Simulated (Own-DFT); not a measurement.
GaN (wurtzite, atoms displaced) (calculated)

All values are calculated (Own-DFT development build). A calculation, not a measurement: plane-wave PBE density functional theory by an unreviewed code, no spin, of a simulated periodic cell, stress positive in tension, free energy of the whole cell less one offset for each atom, forces on such cells passed a denser k mesh, this cell's mesh not checked; offsets are fitted by least squares, one for each functional and potential file, so energies compare only between cells with the same atoms and settings and are not formation energies; the far tail of each file's local potential was reset to the Coulomb form; each entry is a single point on an unrelaxed cell, so the pressure reflects the starting lattice, mostly measured values (interpolated for alloys), from which strain is counted, and rises with the displacements; printed positions are rounded, which can move forces by about a meV/angstrom; the program, named Own-DFT, is a retired in-house code; no spin-orbit coupling.

Settings shared by all entries: functional PBE; potential files PseudoDojo norm-conserving, scalar-relativistic, standard set; wave cutoff 42 hartree; occupations Fermi-Dirac; smearing width 0.1 eV; hardware one NVIDIA H200; k mesh 3 x 4 x 3 centred on Gamma.

(1) GaN (wurtzite, atoms displaced)

```xyz
96
Lattice="12.7560 0.0000 0.0000 -4.7835 8.2853 0.0000 0.0000 0.0000 10.3700" Properties=species:S:1:pos:R:3 GaN
Ga    -0.0213     1.8276     0.0212
Ga     1.6187     0.9851     2.6220
N      0.0531     1.8238     2.0370
N      1.5721     0.9742     4.4904
Ga    -0.0361     1.7910     5.0608
Ga     1.5829     0.8800     7.7562
N      0.1068     1.8326     7.1457
N      1.6435     0.8696     9.6857
Ga    -1.6495     4.6596    10.3557
Ga    -0.0756     3.6586     2.7282
N     -1.5428     4.5655     1.9524
N      0.0236     3.6618     4.6228
Ga    -1.5738     4.6228     5.2604
Ga    -0.0261     3.7162     7.8283
N     -1.5098     4.6258     7.1215
N      0.0563     3.6583     9.7829
Ga    -3.1217     7.3835    10.2914
Ga    -1.6178     6.4688     2.5315
N     -3.2031     7.4118     1.9190
N     -1.5769     6.4449     4.5726
Ga    -3.2072     7.3256     5.2087
Ga    -1.6342     6.4689     7.7191
N     -3.1500     7.3972     7.1698
N     -1.6589     6.4333     9.6704
Ga     3.2209     1.8392     0.0298
Ga     4.8343     0.8797     2.6364
N      3.1513     1.9206     1.9865
N      4.7680     0.9343     4.5025
Ga     3.2143     1.8164     5.2445
Ga     4.8619     0.9491     7.7452
N      3.1762     1.7423     7.1386
N      4.8006     0.8979     9.7698
Ga     1.5835     4.6353    10.3515
Ga     3.2119     3.6512     2.6629
N      1.5957     4.5779     1.7958
N      3.1549     3.7492     4.5565
Ga     1.5325     4.6273     5.1565
Ga     3.1129     3.7554     7.7685
N      1.4967     4.6145     7.1835
N      3.1564     3.7266     9.6823
Ga     0.0651     7.4006     0.0548
Ga     1.5804     6.3979     2.5946
N      0.0051     7.3918     1.9442
N      1.5965     6.5208     4.5913
Ga     0.0856     7.2884     5.2397
Ga     1.5931     6.4560     7.8381
N      0.0124     7.3361     7.1859
N      1.5368     6.4714     9.7307
Ga     6.3614     1.7889    10.3606
Ga     8.0877     0.9542     2.6283
N      6.3883     1.7731     2.0141
N      8.0402     0.8959     4.5185
Ga     6.3212     1.9188     5.1442
Ga     7.9727     0.9463     7.7460
N      6.3702     1.8316     7.1712
N      8.0566     0.9251     9.7536
Ga     4.8266     4.6194    10.3623
Ga     6.4155     3.6130     2.5975
N      4.8061     4.5570     1.9372
N      6.4548     3.7062     4.5639
Ga     4.8072     4.4958     5.1421
Ga     6.4074     3.6615     7.7976
N      4.7759     4.6778     7.0879
N      6.3387     3.6893     9.7587
Ga     3.1876     7.3939    10.3089
Ga     4.8053     6.4838     2.5444
N      3.2277     7.3915     2.0185
N      4.8003     6.4776     4.5237
Ga     3.1647     7.3473     5.1462
Ga     4.7055     6.5297     7.7723
N      3.2807     7.3065     7.2350
N      4.7942     6.3558     9.7728
Ga     9.6184     1.8275    10.3626
Ga    11.0979     0.9690     2.5750
N      9.5074     1.8118     1.9842
N     11.1922     0.9961     4.5639
Ga     9.5691     1.9008     5.1021
Ga    11.2202     0.8902     7.7107
N      9.5701     1.9116     7.1178
N     11.2130     0.9331     9.7510
Ga     7.9433     4.5979    10.3666
Ga     9.5833     3.6511     2.6180
N      8.1466     4.5573     1.9347
N      9.5631     3.6284     4.5822
Ga     7.9240     4.5996     5.2201
Ga     9.5269     3.7355     7.8365
N      7.9715     4.7158     7.1667
N      9.6103     3.7009     9.7569
Ga     6.4159     7.4268    10.3318
Ga     8.0591     6.4040     2.6315
N      6.3427     7.4202     2.1098
N      8.0365     6.4297     4.5199
Ga     6.4202     7.3189     5.1882
Ga     8.0625     6.4754     7.8671
N      6.4093     7.3460     7.2226
N      8.0408     6.4623     9.6852
```

Results for GaN (wurtzite, atoms displaced): free energy of cell above offsets 24.751 eV; pressure 7.69 GPa; stress xx -8.53 GPa; stress yy -7.29 GPa; stress zz -7.25 GPa; stress yz 0.17 GPa; stress xz -0.52 GPa; stress xy -0.05 GPa; wall time 1134 s.

Force:
```tsv
element	x (eV/Å)	y (eV/Å)	z (eV/Å)
Ga	1.782	0.46	0.491
Ga	0.231	-1.097	-0.748
N	-1.786	0.616	-0.968
N	0.99	-1.169	1.533
Ga	1.785	0.957	2.399
Ga	0.638	1.054	0.652
N	-1.848	0.544	-0.79
N	-0.392	1.324	0.753
Ga	1.781	-0.625	0.47
Ga	1.566	0.16	-2.059
N	-1.007	0.642	0.185
N	-0.858	0.522	-0.461
Ga	-0.477	-0.451	-1.248
Ga	0.364	-1.534	0.347
N	-1.885	0.06	1.061
N	-1.603	0.318	-0.604
Ga	-0.914	0.102	1.424
Ga	0.075	-0.327	0.745
N	0.463	-0.217	-0.006
N	0.166	0.069	-0.437
Ga	0.935	1.236	-0.268
Ga	1.319	-0.474	0.803
N	-0.847	-0.876	-1.259
N	1.961	0.082	0.306
Ga	-0.794	0.745	-0.437
Ga	-1.117	0.712	-0.929
N	1.317	-1.633	-0.551
N	0.429	-0.322	1.625
Ga	-1.063	0.227	-0.801
Ga	-2.185	-1.081	0.951
N	0.956	1.447	0.328
N	-0.074	0.44	-0.837
Ga	0.305	-0.44	-1.034
Ga	-0.491	1.455	-1.421
N	-0.071	0.274	4.277
N	0.054	-0.984	0.504
Ga	1.033	0.165	1.369
Ga	0.942	-0.934	-0.403
N	1.162	0.708	-1.087
N	0.848	-0.584	0.56
Ga	-1.563	-0.627	-0.885
Ga	0.739	0.121	-0.664
N	-0.078	-0.709	0.656
N	0.375	-1.914	-1.27
Ga	-2.318	1.664	0.214
Ga	0.048	-0.311	-0.731
N	0.326	0.839	-0.472
N	1.16	0.101	0.352
Ga	0.871	0.673	0.854
Ga	-2.949	-1.857	0.001
N	0.697	0.543	-0.813
N	-1.312	0.621	1.293
Ga	1.204	-1.893	0.323
Ga	1.13	-0.34	0.21
N	0.979	0.757	-1.194
N	-1.096	0.384	-0.743
Ga	-1.603	-1.158	0.555
Ga	0.112	0.89	-0.803
N	0.51	0.343	0.746
N	-1.171	-0.488	-0.815
Ga	-0.508	2.443	0.606
Ga	-0.927	1.427	-0.116
N	0.211	-1.272	0.501
N	1.268	-1.001	-0.44
Ga	0.339	-0.995	1.454
Ga	-0.5	-1.315	0.717
N	-1.133	-0.237	-1.205
N	0.03	-0.963	0.419
Ga	1.857	0.428	0.801
Ga	4.516	-2.907	1.403
N	-4.706	2.906	-2.263
N	0.18	2.618	-0.668
Ga	-0.104	0.578	0.204
Ga	1.543	-0.415	0.719
N	2.238	1.718	-1.493
N	-1.807	-1.812	-0.61
Ga	0.21	-1.963	1.936
Ga	-0.174	1.333	0.179
N	0.066	-0.536	0.238
N	-0.765	0.052	-0.685
Ga	0.663	0.244	0.077
Ga	1.341	0.011	0.318
N	-2.832	0.864	-0.036
N	0.051	2.685	-0.641
Ga	1.997	0.661	0.338
Ga	0.954	-0.335	-0.991
N	-0.023	-1.517	-0.139
N	-1.181	-0.653	-0.131
Ga	-0.24	-1.474	1.101
Ga	-0.856	0.694	-1.277
N	1.915	-0.712	-2.206
N	-0.757	-0.439	0.942
Ga	-0.629	0.748	0.134
Ga	-1.126	0.389	-1.784
N	0.07	-0.109	-1.032
N	-0.935	-0.355	2.38
```

(2) GaN (wurtzite, atoms displaced)

```xyz
96
Lattice="12.7560 0.0000 0.0000 -4.7835 8.2853 0.0000 0.0000 0.0000 10.3700" Properties=species:S:1:pos:R:3 GaN
Ga     0.0046     1.8651    10.3565
Ga     1.6074     0.9810     2.6317
N     -0.0167     1.7599     1.8832
N      1.6380     0.9127     4.5280
Ga     0.0710     1.9082     5.1223
Ga     1.6300     0.8613     7.7816
N     -0.0326     1.7489     7.1679
N      1.7022     0.8960     9.6992
Ga    -1.5622     4.6095    10.3647
Ga    -0.0392     3.6728     2.6862
N     -1.5472     4.5107     1.9032
N      0.0604     3.7228     4.6086
Ga    -1.6686     4.6404     5.1997
Ga     0.0227     3.7304     7.7469
N     -1.6361     4.5851     7.1541
N      0.0174     3.6751     9.7979
Ga    -3.2256     7.3692     0.0340
Ga    -1.6231     6.5057     2.5231
N     -3.1942     7.3809     2.0389
N     -1.6831     6.4390     4.5108
Ga    -3.1553     7.3773     5.1537
Ga    -1.6272     6.5144     7.7653
N     -3.2430     7.2609     7.1685
N     -1.6017     6.3961     9.6878
Ga     3.1628     1.8245     0.0304
Ga     4.8212     0.9187     2.5737
N      3.1951     1.7598     2.0244
N      4.7958     0.9740     4.4991
Ga     3.1704     1.9000     5.1773
Ga     4.8209     0.8424     7.6637
N      3.1591     1.7467     7.1018
N      4.7108     0.9818     9.6569
Ga     1.5316     4.4774     0.0082
Ga     3.2606     3.7288     2.6067
N      1.6307     4.6173     1.9620
N      3.2101     3.6131     4.5402
Ga     1.5995     4.5619     5.2168
Ga     3.1248     3.7071     7.6857
N      1.5838     4.5991     7.1004
N      3.1220     3.7262     9.6440
Ga     0.0029     7.3622    10.3538
Ga     1.5847     6.4343     2.5648
N     -0.0379     7.3237     1.9306
N      1.5862     6.5031     4.5253
Ga     0.0282     7.3643     5.1265
Ga     1.6800     6.4154     7.8459
N     -0.0185     7.3883     7.1036
N      1.5833     6.4981     9.7720
Ga     6.4225     1.8842     0.0701
Ga     8.1300     0.9103     2.5397
N      6.4142     1.9111     1.9630
N      7.9773     0.9771     4.4830
Ga     6.3145     1.8844     5.1645
Ga     7.9019     0.9321     7.7843
N      6.3718     1.8682     7.1453
N      8.0051     0.9788     9.7348
Ga     4.7133     4.6055    10.3490
Ga     6.3613     3.6954     2.5843
N      4.7795     4.5807     1.8690
N      6.3962     3.7122     4.5238
Ga     4.7431     4.5673     5.1148
Ga     6.3746     3.6795     7.7518
N      4.8106     4.5950     7.2393
N      6.3929     3.7506     9.7409
Ga     3.1360     7.3702    10.3420
Ga     4.7953     6.5161     2.6579
N      3.1897     7.3438     2.0053
N      4.8267     6.4786     4.5384
Ga     3.2073     7.3752     5.1623
Ga     4.8551     6.4078     7.7643
N      3.2141     7.3747     7.1089
N      4.8180     6.4022     9.7199
Ga     9.6230     1.8632    10.3328
Ga    11.1058     0.9085     2.6081
N      9.5828     1.9280     1.9058
N     11.1892     1.0162     4.5196
Ga     9.5244     1.8306     5.2321
Ga    11.1738     0.9195     7.7929
N      9.5352     1.8108     7.1818
N     11.1689     0.8863     9.7569
Ga     8.0416     4.5553     0.0165
Ga     9.4525     3.7659     2.5580
N      7.9250     4.6128     1.9197
N      9.5584     3.6415     4.5668
Ga     7.9039     4.6659     5.1269
Ga     9.5111     3.6560     7.7619
N      7.8352     4.5675     7.1591
N      9.5658     3.6772     9.7523
Ga     6.3912     7.2967     0.1113
Ga     7.9904     6.4931     2.5833
N      6.4214     7.3167     1.9284
N      7.9678     6.4962     4.4297
Ga     6.4250     7.3495     5.2175
Ga     7.9861     6.5303     7.6766
N      6.3484     7.3329     7.1296
N      8.0005     6.4232     9.7629
```

It finds free energy of cell above offsets 23.466 eV; pressure 7.13 GPa; stress xx -8.7 GPa; stress yy -5.41 GPa; stress zz -7.29 GPa; stress yz 0.34 GPa; stress xz 0.06 GPa; stress xy -1.09 GPa; wall time 1171 s.

Force:
```tsv
element	x (eV/Å)	y (eV/Å)	z (eV/Å)
Ga	0.223	-1.395	-0.421
Ga	-0.768	-0.772	-0.748
N	0.241	0.938	1.616
N	-0.454	0.472	0.687
Ga	-0.86	-1.413	1.316
Ga	-0.786	0.239	-0.085
N	1.4	1.513	-0.79
N	-1.967	-0.118	0.458
Ga	-0.619	-0.294	-0.267
Ga	0.839	-0.399	-1.38
N	-1.206	1.488	1.077
N	-1.338	0.144	-0.487
Ga	0.364	-0.554	0.045
Ga	-1.198	-1.36	0.612
N	0.39	0.454	-0.065
N	-1.182	-0.314	-2.083
Ga	0.595	-0.135	-0.132
Ga	0.274	-1.77	0.683
N	-0.094	0.557	-1.432
N	1.828	-0.037	-0.159
Ga	-1.027	0.17	0.402
Ga	0.776	-1.448	0.214
N	1.888	2.16	-1.946
N	0.105	0.877	0.734
Ga	0.896	0.853	-0.149
Ga	0.381	-0.115	-0.254
N	0.393	1.735	-1.055
N	-0.594	-0.702	0.548
Ga	0.517	-2.363	0.326
Ga	-0.577	2.045	1.642
N	0.483	1.331	-0.273
N	1.554	-0.808	0.677
Ga	1.785	2.052	0.821
Ga	-0.972	-0.956	-0.832
N	-0.468	-0.93	0.298
N	-0.588	2.08	-0.178
Ga	0.704	1.722	-1.121
Ga	1.569	-1.404	1.154
N	-0.196	0.651	0.449
N	0.187	-0.846	0.627
Ga	-0.985	0.978	-0.456
Ga	-0.138	0.123	0.241
N	0.959	0.804	0.052
N	0.655	-1.439	0.026
Ga	-1.022	0.397	0.345
Ga	-0.829	0.78	-0.856
N	0.591	-2.012	-0.412
N	-0.199	-1.497	-0.545
Ga	-0.964	0.282	-1.601
Ga	-1.986	0.513	0.403
N	0.13	-1.539	0.439
N	-0.296	-0.688	0.656
Ga	1.422	-0.363	0.052
Ga	0.85	-0.27	0.17
N	-0.355	-0.482	-0.953
N	-0.515	-0.842	0.152
Ga	0.696	-0.427	-0.914
Ga	-0.079	0.345	-0.385
N	0.211	0.893	1.709
N	-1.084	-0.05	-0.157
Ga	1.072	0.908	1.468
Ga	-0.986	-0.663	1.814
N	-1.447	-0.407	-2.331
N	-0.23	-0.886	-0.021
Ga	1.83	0.355	0.517
Ga	0.193	-1.273	-1.534
N	0.188	0.459	-1.026
N	-0.414	-0.675	0.724
Ga	-0.312	0.736	-0.041
Ga	-1.165	0.4	0.779
N	-0.053	-0.392	0.449
N	-0.793	1.189	0.204
Ga	-0.195	-0.36	0.124
Ga	0.782	0.453	-0.636
N	0.402	-0.59	0.163
N	-0.199	-1.078	0.702
Ga	0.536	0.082	-0.229
Ga	-0.967	-0.467	0.383
N	0.158	-0.005	-0.257
N	0.428	-0.177	-0.231
Ga	-1.401	0.966	-0.842
Ga	1.963	-0.892	0.8
N	-0.073	0.864	0.701
N	-0.585	1.123	-0.494
Ga	1.243	-0.45	0.995
Ga	-0.21	0.518	0.265
N	2.741	1.662	-1.43
N	0.995	0.021	-0.832
Ga	-0.027	0.216	-2.825
Ga	-0.094	-0.848	-1.003
N	-1.168	0.916	2.004
N	0.205	-0.275	2.342
Ga	-0.263	1.239	-0.748
Ga	-2.192	-2.736	2.521
N	0.758	0.982	-0.318
N	-0.283	0.231	-0.645
```
